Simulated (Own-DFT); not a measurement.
# Biaxial strain at fixed height in wurtzite AlGaN with randomly placed atoms, 72 atoms (Al27Ga9N36)

The numbers are computed, not measured, by runs of the plane-wave DFT program Own-DFT (in-house, retired, unreviewed) at fixed positions, with no spin and no spin-orbit coupling.

All runs used: PBEsol; PseudoDojo norm-conserving scalar-relativistic files, made for PBE; cutoff 42 hartree; 4 x 4 x 3 k mesh centred on Gamma; Fermi-Dirac smearing of 0.1 eV.

Caveats: forces on such cells passed a denser k mesh, each cell not checked; stress not checked against mesh or cutoff.

Unstrained cell vectors in Å: (9.394, 0.000, 0.000); (-4.697, 8.135, 0.000); (0.000, 0.000, 10.066). The unstrained cell has measured lattice constants (interpolated for alloys), not those of this functional. That, the random moves and any unrelaxed bonds set the pressure at no strain. Each run strains x and y alike by e, as a substrate would, and holds the height along z. All atoms carry random offsets, Gaussian with a width of 0.05 Å per axis. The random placing of the alloy's atoms differs from row to row. Stress is positive in tension.

```
e (%),u (Å),(s_xx + s_yy)/2 (GPa),s_zz (GPa)
-3.00,0.053,-25.57,-5.92
-2.25,0.050,-19.03,-4.94
-1.50,0.050,-12.48,-6.06
-0.50,0.053,-5.50,-5.73
-0.25,0.047,-4.21,-4.14
0.50,0.048,-0.07,-2.67
1.25,0.051,3.13,-0.87
1.75,0.050,5.94,-2.23
2.75,0.050,?,?
3.00,0.050,11.17,-0.22
```

## Fit

With e as a fraction, the in-plane stress is -2.8 + 601 e - 4946 e² GPa (errors 9 and 483, scatter 0.48), and s_zz is -3.5 + 103 e GPa (slope ± 19, scatter 1.04). At e = 0 the first slope is C11 + C12 and the second 2 C13, both with the ions held to the strained lattice and at the cell's own pressure. The term in e² is negative: the layer stiffens under compression and softens under tension. A free layer would change its height as e changes, and the in-plane slope would drop by 2 C13²/C33 to the biaxial modulus. At fixed height, a misfit of 1 % moves the in-plane stress by about 6.0 GPa and s_zz by 1.0 GPa.

## The run left out

Asked: what are the two stresses at e = 2.75 %?

From the fit: 9.9 and -0.7 GPa. The run itself gave 9.47 and 1.01 GPa.
